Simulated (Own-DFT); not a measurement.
# Response to strain: 4H SiC, 72 atoms (C36Si36)

Source: density functional calculations with Own-DFT, an unreviewed in-house program that is no longer used. Nothing was measured or relaxed, and spin and spin-orbit coupling are left out.

Common settings: PBE; PseudoDojo norm-conserving scalar-relativistic files; cutoff 42 hartree; 4 x 4 x 3 k mesh centred on Gamma; Fermi-Dirac smearing of 0.1 eV.

Caveats: forces on such cells passed a denser k mesh, each cell not checked; stress not checked against mesh or cutoff.

Unstrained cell vectors in Å: (9.248, 0.000, 0.000); (-4.624, 8.009, 0.000); (0.000, 0.000, 10.068). The unstrained cell has measured lattice constants (interpolated for alloys), not those of this functional. That, the random moves and any unrelaxed bonds set the pressure at no strain. The cell is deformed uniformly in each run, and the atoms keep their fractional places. Each coordinate of each atom was shifted by a normal deviate of width 0.05 Å. Stress is counted positive in tension, P = -(s_xx + s_yy + s_zz)/3, and strain components are those of the symmetric tensor.

```
run  e_xx (%)  e_yy (%)  e_zz (%)  e_yz (%)  e_xz (%)  e_xy (%)  s_xx (GPa)  s_yy (GPa)  s_zz (GPa)  s_yz (GPa)  s_xz (GPa)  s_xy (GPa)  P (GPa)  E (meV/atom)
  1      1.36      0.61      1.04     -1.65      0.77     -1.45        4.53        0.35       -0.02       -5.55        2.60       -5.05    -1.62           0.0
  2     -0.01     -0.19     -0.51      0.03     -1.60     -0.72       -5.58       -6.02       -8.45        0.06       -4.72       -3.39     6.68           6.2
  3     -0.88      1.90      0.02     -1.18     -1.33      0.85       -8.88        4.48       -4.52       -3.56       -4.60        5.00     2.97           4.1
  4     -0.78      0.30      1.29      1.91     -1.04      1.80       -8.55       -2.48       -0.22        6.00       -2.37        9.32     3.75          18.3
  5     -1.44      1.46     -1.70     -0.02     -0.73      1.90      -12.89        1.03      -18.41       -0.11       -2.30        9.40    10.09          42.5
  6     -1.04      0.47     -1.89      0.56     -1.62      0.85      -11.34       -3.91      -19.13        1.98       -6.20        4.09    11.46          29.1
  7     -0.82     -1.00      1.54     -1.99      1.22     -0.56      -10.28       -9.43        1.46       -6.45        2.99       -1.88     6.08          26.3
  8      0.67     -1.16      0.51      0.37     -1.14      0.65       -1.15      -11.11       -3.73        0.81       -3.09        3.55     5.33          14.5
  9     -0.53     -1.67      1.63      1.64      0.77     -0.06       -9.74      -13.57        2.59        5.42        2.02       -0.63     6.91          18.1
 10      1.40      0.46      0.93      1.73      1.30     -1.67        4.17       -0.33       -1.79        5.36        4.62       -7.23    -0.68          10.1
 11      1.03      0.67      0.42     -1.58     -0.96      0.96        0.85       -0.92       -2.23       -5.41       -3.02        4.37     0.77           8.7
 12     -1.17     -0.11     -0.81     -0.76      1.40     -1.65      -13.12       -6.28      -12.28       -1.71        4.75       -9.20    10.56          39.8
 13      0.45     -1.85      0.26      1.94     -0.12      1.40       -5.94      -13.75       -5.87        6.22       -0.58        8.02     8.52          33.2
 14     -1.41     -0.03     -0.28     -1.38     -0.80     -0.44      -12.98       -4.93      -10.11       -3.56       -1.81       -3.04     9.34          27.1
 15     -0.29     -0.69      0.19     -0.88      1.98      1.58       -7.72      -10.06       -5.42       -3.31        7.23        7.71     7.73          32.4
 16      1.44     -1.41     -1.69     -0.66     -0.67     -1.94        0.67      -13.51      -16.38       -2.18       -2.29       -8.34     9.74          42.4
 17      1.39      1.84     -1.74     -0.58      1.61     -1.01           ?           ?           ?           ?           ?           ?        ?             ?
```

E is the free energy per atom, counted from the lowest run shown.

## Worked fit

Each stress component was fitted by least squares to a constant and the strains of the runs shown, as fractions, with shears doubled. Shear strains stay in the fit of a normal stress only where such slopes are resolved. The slopes, in GPa:

| stress | at no strain | per e_xx | per e_yy | per e_zz | scatter |
|---|---|---|---|---|---|
| s_xx | -5.2 | 586 ± 19 | 117 ± 18 | 52 ± 17 | 0.72 |
| s_yy | -4.9 | 45 ± 18 | 548 ± 18 | 74 ± 17 | 0.71 |
| s_zz | -6.8 | 61 ± 28 | 37 ± 27 | 600 ± 25 | 1.08 |

The slope of each shear stress on twice its own strain, from a fit on all six strains: yz 162 ± 3, xz 163 ± 10, xy 247 ± 10 GPa. These are stiffnesses along x, y and z of the frame in which the cell vectors are given, with the crystal's c axis along z: C11, C12, C13 and C33. Hexagonal symmetry asks that xx and yy behave alike, which is a second check on the noise. These are clamped-ion slopes: internal relaxation, where symmetry allows it, would soften some. Slopes across the diagonal should nearly agree, so their difference gauges the noise. A ninth of the table's sum, 235 ± 4 GPa, estimates the bulk modulus near the mean pressure of these runs, 6.1 GPa, so it lies above the value at zero pressure.

## The run left out

Question: what normal stresses and pressure should run 17 give?

The fitted form gives s_xx = 4.1, s_yy = 4.5, s_zz = -15.7 and P = 2.3 GPa. The run itself gave 2.10, 6.13, -16.48 and P = 2.75 GPa.
